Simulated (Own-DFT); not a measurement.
## Calculated data, InAs (zincblende, strongly disordered by large displacements)

All values are calculated (Own-DFT development build). A calculation, not a measurement: plane-wave PBE density functional theory by an unreviewed code, no spin, of a simulated periodic cell, stress positive in tension, free energy of the whole cell less one offset for each atom, forces on such cells passed a denser k mesh, this cell's mesh not checked; broken bonds can close the gap or carry spin, so checks made on this kind of crystal may not hold here; offsets are fitted by least squares, one for each functional and potential file, so energies compare only between cells with the same atoms and settings and are not formation energies; the far tail of each file's local potential was reset to the Coulomb form; each entry is a single point on an unrelaxed cell, so the pressure reflects the starting lattice, mostly measured values (interpolated for alloys), from which strain is counted, and rises with the displacements; printed positions are rounded, which can move forces by about a meV/angstrom; the program, named Own-DFT, is a retired in-house code; no spin-orbit coupling.

Settings shared by all entries: functional PBE; potential files PseudoDojo norm-conserving, scalar-relativistic, standard set; wave cutoff 42 hartree; occupations Fermi-Dirac; smearing width 0.1 eV; hardware one NVIDIA H200; k mesh 3 x 3 x 3 centred on Gamma.

(1) 
```cif
# cell vector a (Å): 12.1166 0.0000 0.0000
# cell vector b (Å): 0.0000 12.1166 0.0000
# cell vector c (Å): 0.0000 0.0000 12.1166
data_InAs
_symmetry_space_group_name_H-M 'P 1'
_symmetry_Int_Tables_number 1
_cell_length_a 12.1166
_cell_length_b 12.1166
_cell_length_c 12.1166
_cell_angle_alpha 90.000
_cell_angle_beta 90.000
_cell_angle_gamma 90.000
_cell_volume 1778.86
loop_
_atom_site_label
_atom_site_type_symbol
_atom_site_fract_x
_atom_site_fract_y
_atom_site_fract_z
_atom_site_occupancy
In1 In 0.04022 0.99032 0.91866 1
In2 In 0.99237 0.27638 0.28388 1
In3 In 0.22208 0.04412 0.26416 1
In4 In 0.27858 0.26063 0.95913 1
As1 As 0.13674 0.13156 0.13251 1
As2 As 0.18324 0.38966 0.43331 1
As3 As 0.39000 0.08671 0.37144 1
As4 As 0.38522 0.37895 0.09890 1
In5 In 0.00053 0.99092 0.52782 1
In6 In 0.00262 0.22881 0.74213 1
In7 In 0.25104 0.05931 0.78977 1
In8 In 0.26472 0.26406 0.52874 1
As5 As 0.14685 0.09927 0.58673 1
As6 As 0.06234 0.38463 0.86830 1
As7 As 0.42016 0.09272 0.83377 1
As8 As 0.39745 0.35395 0.62358 1
In9 In 0.02624 0.49173 0.00589 1
In10 In 0.03449 0.71400 0.22761 1
In11 In 0.19460 0.50002 0.29416 1
In12 In 0.20677 0.78086 0.98758 1
As9 As 0.11273 0.61922 0.09823 1
As10 As 0.06163 0.91731 0.37742 1
As11 As 0.36091 0.67015 0.38352 1
As12 As 0.36632 0.85151 0.03014 1
In13 In 0.06834 0.50627 0.50720 1
In14 In 0.99301 0.73428 0.74492 1
In15 In 0.25447 0.49678 0.73776 1
In16 In 0.26779 0.76943 0.49849 1
As13 As 0.11875 0.62589 0.63289 1
As14 As 0.16566 0.88274 0.84832 1
As15 As 0.36883 0.58815 0.83885 1
As16 As 0.38177 0.86722 0.59462 1
In17 In 0.47224 0.98951 0.97122 1
In18 In 0.55266 0.23856 0.25524 1
In19 In 0.74877 0.01094 0.25733 1
In20 In 0.73319 0.25298 0.02934 1
As17 As 0.64424 0.12368 0.11667 1
As18 As 0.63411 0.33197 0.38523 1
As19 As 0.91452 0.17865 0.41814 1
As20 As 0.89358 0.39381 0.14390 1
In21 In 0.55026 0.04620 0.53136 1
In22 In 0.49318 0.23056 0.74774 1
In23 In 0.74444 0.99119 0.72441 1
In24 In 0.75004 0.24068 0.48791 1
As21 As 0.69011 0.15952 0.66877 1
As22 As 0.64670 0.40268 0.86778 1
As23 As 0.89049 0.13912 0.88907 1
As24 As 0.88049 0.32670 0.62168 1
In25 In 0.50966 0.51541 0.96194 1
In26 In 0.45503 0.77617 0.27548 1
In27 In 0.77700 0.46167 0.26249 1
In28 In 0.74485 0.72600 0.00700 1
As25 As 0.65952 0.59497 0.10117 1
As26 As 0.61260 0.91389 0.38275 1
As27 As 0.89811 0.58247 0.38786 1
As28 As 0.91282 0.89470 0.10223 1
In29 In 0.55786 0.50552 0.47992 1
In30 In 0.47630 0.78047 0.72238 1
In31 In 0.75942 0.53740 0.76496 1
In32 In 0.72156 0.74659 0.50094 1
As29 As 0.59403 0.60620 0.62419 1
As30 As 0.66798 0.85297 0.90587 1
As31 As 0.87497 0.64393 0.84843 1
As32 As 0.93346 0.84641 0.61073 1
_calc_stress_zz ?
_calc_pressure ?
```

(2) 
```cif
# cell vector a (Å): 12.1166 0.0000 0.0000
# cell vector b (Å): 0.0000 12.1166 0.0000
# cell vector c (Å): 0.0000 0.0000 12.1166
data_InAs
_symmetry_space_group_name_H-M 'P 1'
_symmetry_Int_Tables_number 1
_cell_length_a 12.1166
_cell_length_b 12.1166
_cell_length_c 12.1166
_cell_angle_alpha 90.000
_cell_angle_beta 90.000
_cell_angle_gamma 90.000
_cell_volume 1778.86
loop_
_atom_site_label
_atom_site_type_symbol
_atom_site_fract_x
_atom_site_fract_y
_atom_site_fract_z
_atom_site_occupancy
In1 In 0.98968 0.97383 0.01258 1
In2 In 0.01273 0.27297 0.25378 1
In3 In 0.24616 0.99746 0.23188 1
In4 In 0.26443 0.25648 0.00142 1
As1 As 0.13444 0.09489 0.13319 1
As2 As 0.13400 0.38366 0.40060 1
As3 As 0.36257 0.13174 0.37331 1
As4 As 0.36451 0.37978 0.12060 1
In5 In 0.98850 0.99691 0.48975 1
In6 In 0.98447 0.25220 0.76078 1
In7 In 0.22249 0.02525 0.72933 1
In8 In 0.27101 0.24414 0.49168 1
As5 As 0.12602 0.13765 0.63309 1
As6 As 0.11202 0.38257 0.87591 1
As7 As 0.38748 0.10408 0.87716 1
As8 As 0.38026 0.34445 0.60649 1
In9 In 0.01226 0.50206 0.98523 1
In10 In 0.99533 0.75146 0.22706 1
In11 In 0.26181 0.46907 0.26437 1
In12 In 0.24801 0.74808 0.99875 1
As9 As 0.14044 0.62815 0.10840 1
As10 As 0.13801 0.87212 0.37523 1
As11 As 0.33393 0.59250 0.37629 1
As12 As 0.37649 0.86867 0.11857 1
In13 In 0.01722 0.52207 0.46996 1
In14 In 0.98891 0.73277 0.74565 1
In15 In 0.24413 0.49338 0.76064 1
In16 In 0.24362 0.76248 0.53061 1
As13 As 0.12220 0.63433 0.61697 1
As14 As 0.11005 0.88578 0.85737 1
As15 As 0.38083 0.62232 0.86039 1
As16 As 0.38531 0.87886 0.62541 1
In17 In 0.50571 0.01354 0.01621 1
In18 In 0.51495 0.22216 0.24394 1
In19 In 0.76334 0.02269 0.24529 1
In20 In 0.73263 0.21651 0.97958 1
As17 As 0.60723 0.12494 0.10883 1
As18 As 0.65376 0.36096 0.36873 1
As19 As 0.89040 0.14914 0.37043 1
As20 As 0.85759 0.36520 0.12261 1
In21 In 0.45968 0.98467 0.50508 1
In22 In 0.52657 0.27202 0.74835 1
In23 In 0.74499 0.99845 0.74658 1
In24 In 0.76620 0.25179 0.49616 1
As21 As 0.63642 0.15643 0.63715 1
As22 As 0.60794 0.37659 0.87331 1
As23 As 0.88555 0.11941 0.87809 1
As24 As 0.84357 0.38761 0.62617 1
In25 In 0.49105 0.52549 0.00569 1
In26 In 0.48712 0.73870 0.23776 1
In27 In 0.74946 0.50565 0.24870 1
In28 In 0.73606 0.75087 0.00133 1
As25 As 0.62392 0.63727 0.13601 1
As26 As 0.61754 0.87967 0.37846 1
As27 As 0.89791 0.65794 0.35502 1
As28 As 0.87974 0.86367 0.13292 1
In29 In 0.49884 0.49940 0.48930 1
In30 In 0.51627 0.75460 0.72751 1
In31 In 0.76489 0.49737 0.73663 1
In32 In 0.73977 0.74576 0.48542 1
As29 As 0.60918 0.63392 0.60373 1
As30 As 0.61852 0.89343 0.84397 1
As31 As 0.88342 0.61946 0.88019 1
As32 As 0.89035 0.86965 0.63634 1
_calc_stress_xx ?
```

Q: Estimate the stress zz of InAs (zincblende, strongly disordered by large displacements) (entry 1).
A: -18.67 GPa

Q: What pressure does the calculation give for InAs (zincblende, strongly disordered by large displacements) (entry 1)?
A: 16.83 GPa

Q: InAs (zincblende, strongly disordered by large displacements) (entry 2): stress xx?
A: -7.45 GPa

Further results for InAs (zincblende, strongly disordered by large displacements) (entry 1):

- free energy of cell above offsets: 40.347 eV
- stress xx: -14.07 GPa
- stress yy: -17.75 GPa
- stress yz: 1.46 GPa
- stress xz: -0.85 GPa
- stress xy: -0.93 GPa
- wall time: 1417 s

Force:
```tsv
element	x (eV/Å)	y (eV/Å)	z (eV/Å)
In	-5.75	4.084	4.065
In	3.393	1.533	-3.821
In	1.675	-3.384	4.096
In	-1.312	-0.047	0.654
As	-3.132	3.412	-5.094
As	-0.338	-3.692	-2.158
As	1.546	1.439	0.659
As	0.69	0.28	1.014
In	-2.341	6.027	1.898
In	1.558	-1.476	-0.374
In	-6.371	-0.228	-3.404
In	1.039	-7.666	0.892
As	2.605	2.017	3.039
As	3.47	-3.299	-5.068
As	2.324	-0.035	0.408
As	2.326	3.486	1.031
In	-4.403	-0.293	1.008
In	-4.899	4.872	5.819
In	2.015	4.54	-6.76
In	-2.826	-6.962	4.28
As	6.715	0.749	-1.443
As	3.966	-4.084	-7.417
As	-0.202	-9.329	-1.14
As	3.645	-1.601	5.049
In	-7.373	0.042	-0.669
In	4.185	1.295	1.061
In	-4.243	-3.969	-3
In	-8.682	0.349	1.159
As	3.604	3.312	2.61
As	1.16	-1.192	-8.58
As	3.391	5.578	3.3
As	1.691	7.635	0.402
In	5.591	-0.703	3.61
In	-5.737	-2.739	-4.155
In	2.461	-0.526	-0.468
In	4.16	5.39	-3.901
As	-3.576	-5.23	1.246
As	-1.172	6.957	0.408
As	0.737	-4.846	2.104
As	3.09	-3.296	-5.007
In	-1.508	-0.037	0.499
In	4.259	5.269	-2.02
In	2.553	-5.341	2.643
In	0.676	-1.859	3.349
As	-1.963	3.658	-0.726
As	0.297	-3.372	0.01
As	-0.944	-1.243	0.336
As	-0.33	3.416	-0.432
In	-0.729	-0.135	2.275
In	3.875	4.456	-5.344
In	-4.679	3.086	3.745
In	5.509	-0.033	1.659
As	-2.872	-3.595	3.889
As	0.107	-1.821	-0.229
As	0.035	1.641	0.252
As	-0.431	-0.677	0.502
In	-2.241	-3.192	-4.583
In	2.971	-3.345	4.873
In	-3.473	-4.119	-4.378
In	1.13	0.052	-0.37
As	1.925	3.911	5.139
As	-4.012	5.834	-4.961
As	1.281	0.645	7.007
As	-6.116	-1.597	-0.488
```

Further results for InAs (zincblende, strongly disordered by large displacements) (entry 2):

* free energy of cell above offsets: -4.564 eV
* pressure: 8.63 GPa
* stress yy: -9.04 GPa
* stress zz: -9.39 GPa
* stress yz: -0.41 GPa
* stress xz: 0.55 GPa
* stress xy: 0.21 GPa
* wall time: 1299 s

Force:
```tsv
element	x (eV/Å)	y (eV/Å)	z (eV/Å)
In	1.684	1.799	-1.6
In	0.525	-0.136	-1.107
In	4.184	-3.578	4.44
In	-1.316	-2.294	-1.581
As	-4.833	5.545	-4.246
As	0.177	-2.728	-1.098
As	2.297	-3.274	-3.188
As	2.748	-0.174	0.23
In	1.027	-0.155	0.296
In	0.359	1.266	-1.36
In	4.772	-5.084	4.96
In	-4.483	0.093	0.982
As	-4.345	4.604	-5.11
As	2.03	-3.138	-1.218
As	-1.331	1.857	-1.496
As	2.105	3.756	3.38
In	-1.649	0.98	3.414
In	6.069	-0.368	-0.496
In	-2.76	-1.832	-3.47
In	0.84	1.786	-2.716
As	-1.689	-1.959	2.326
As	-0.723	0.074	-0.262
As	3.737	5.57	3.509
As	0.22	0.554	-0.25
In	-2.263	1.365	1.498
In	1.268	0.377	0.803
In	0.577	-0.057	-1.9
In	0.762	0.472	-2.157
As	-0.365	-2.153	1.726
As	0.757	-1.086	0.478
As	-0.248	1.491	-0.403
As	-4.15	-2.99	5.345
In	-4.047	-5.963	-3.898
In	-1.933	3.235	2.77
In	-0.746	-0.853	0.446
In	0.801	2.498	-0.554
As	5.822	1.701	2.877
As	-2.631	1.048	-0.697
As	0.078	-1.568	-0.066
As	0.959	0.226	-0.865
In	4.45	4.98	-5.304
In	-4.433	-2.386	-1.874
In	2.728	2.057	-1.988
In	-0.605	-0.949	0.89
As	0.872	-3.208	-2.127
As	3.153	3.83	4.247
As	-0.675	-1.684	0.613
As	6.165	-4.3	-4.738
In	0.596	-1.348	0.186
In	-1.319	0.697	2.749
In	1.172	0.205	0.085
In	0.61	0.768	-1.435
As	0.684	-1.484	-0.945
As	-0.447	0.854	-1.12
As	-3.512	-3.396	3.171
As	-4.607	2.107	-1.266
In	-0.573	-1.432	-0.75
In	-1.201	-0.007	1.912
In	-4.706	5.297	5.648
In	1.465	0.91	0.357
As	1.973	-2.051	-0.041
As	-1.528	-1.887	3.85
As	-2.354	0.46	-0.101
As	-2.193	1.053	-1.757
```
